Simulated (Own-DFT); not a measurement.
# What a defect does to the pressure of its cell: L1_0 TiAl

Everything here is calculated. The program is Own-DFT (plane waves, in-house, since retired, never reviewed by a person); positions were held fixed, and spin and spin-orbit coupling were off.

Common settings: PBEsol; PseudoDojo norm-conserving scalar-relativistic files, made for PBE; cutoff 42 hartree; 4 x 4 x 4 k mesh centred on Gamma; cold (Marzari-Vanderbilt) smearing of 0.2 eV.

Caveats: forces on such cells failed a check on a denser k mesh; stress not checked against mesh or cutoff.

All runs share one cell, with vectors in Å (5.622, 5.622, 0.000); (-5.622, 5.622, 0.000); (0.000, 0.000, 8.133) and a volume of 514.0 Å³. Atoms were moved at random from their sites; u is the rms move along one axis. The defect's site can differ from row to row.

| cell | formula | u (Å) | P (GPa) |
|---|---|---|---|
| no defect | Al16Ti16 | 0.0184 | -1.68 |
| no defect | Al16Ti16 | 0.0479 | -1.16 |
| no defect | Al16Ti16 | 0.0532 | -1.02 |
| one Ti vacancy | Al16Ti15 | 0.0306 | ? |
| one Ti vacancy | Al16Ti15 | 0.0320 | -2.21 |
| one Ti vacancy | Al16Ti15 | 0.0325 | -2.04 |
| one Ti vacancy | Al16Ti15 | 0.0350 | -2.09 |
| two Al vacancies | Al14Ti16 | 0.0334 | -3.30 |
| two Al vacancies | Al14Ti16 | 0.0532 | -2.95 |
| two Al vacancies | Al14Ti16 | 0.0533 | -2.81 |

## Worked fit

P = P0 + c u² + a shift for each defect gives P0 = -1.76 GPa, c = 258 ± 29 GPa/Å² and a scatter of 0.07 GPa. The shifts, and each times the cell's volume:

- one Ti vacancy: -0.64 ± 0.06 GPa, -2.1 eV
- two Al vacancies: -1.85 ± 0.06 GPa, -5.9 eV (-3.0 eV for each of its 2 sites)

Positive is outwards. The product with the volume (160.2 GPa Å³ to the eV) is nearly free of the cell's size; divided by the bulk modulus at the cell's pressure it gives the volume that the defect adds. The atoms around the defects weren't relaxed, which would change these numbers.

## The run left out

Question: what pressure belongs in the blank (one Ti vacancy, u = 0.0306 Å)?

The fit gives -2.16 ± 0.08 GPa. The run itself gave -2.29 GPa.
